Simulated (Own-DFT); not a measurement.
# Misfit strain and the stress it brings: diamond-structure GeSn with randomly placed atoms, 64 atoms (Ge56Sn8)

Calculated, not measured: single-point runs of Own-DFT, a retired in-house plane-wave DFT program that no person has reviewed, on unrelaxed cells, without spin or spin-orbit coupling.

Method: PBE; PseudoDojo norm-conserving scalar-relativistic files; cutoff 49 hartree; 3 x 3 x 3 k mesh centred on Gamma; Fermi-Dirac smearing of 0.1 eV.

Known weak points: forces on such cells moved up to 12 meV/angstrom on a denser k mesh; stress not checked against mesh or cutoff.

Unstrained cell vectors in Å: (11.524, 0.000, 0.000); (0.000, 11.524, 0.000); (0.000, 0.000, 11.524). The unstrained cell has measured lattice constants (interpolated for alloys), not those of this functional. That, the random moves and any unrelaxed bonds set the pressure at no strain. Each run strains x and y alike by e, as a substrate would, and holds the height along z. All atoms carry random offsets, Gaussian with a width of 0.05 Å per axis. The random placing of the alloy's atoms differs from row to row. Stress is positive in tension.

| e (%) | u (Å) | (s_xx + s_yy)/2 (GPa) | s_zz (GPa) |
|---|---|---|---|
| -2.50 | 0.055 | -10.58 | -8.74 |
| -1.75 | 0.053 | -8.29 | -7.27 |
| -0.25 | 0.049 | -5.72 | -5.42 |
| 0.25 | 0.052 | -4.78 | -4.89 |
| 0.75 | 0.052 | -4.11 | -4.65 |
| 1.00 | 0.052 | -3.62 | -4.20 |
| 1.25 | 0.051 | ? | ? |
| 1.75 | 0.050 | -2.22 | -3.08 |
| 2.00 | 0.054 | -2.47 | -3.40 |
| 3.00 | 0.048 | -0.46 | -2.07 |

## What the rows give

With e as a fraction, the in-plane stress is -5.3 + 179 e - 837 e² GPa (errors 6 and 347, scatter 0.29), and s_zz is -5.3 + 119 e - 535 e² GPa (slope ± 5, scatter 0.24). At e = 0 the first slope is C11 + C12 and the second 2 C12, both with the ions held to the strained lattice and at the cell's own pressure. A free layer would change its height as e changes, and the in-plane slope would drop by 2 C12²/C11 to the biaxial modulus. At fixed height, a misfit of 1 % moves the in-plane stress by about 1.8 GPa and s_zz by 1.2 GPa.

## The run left out

Question: what are the two stresses at e = 1.25 %?

The fit gives -3.2 and -3.9 GPa. The calculation gave -3.07 and -3.78 GPa.
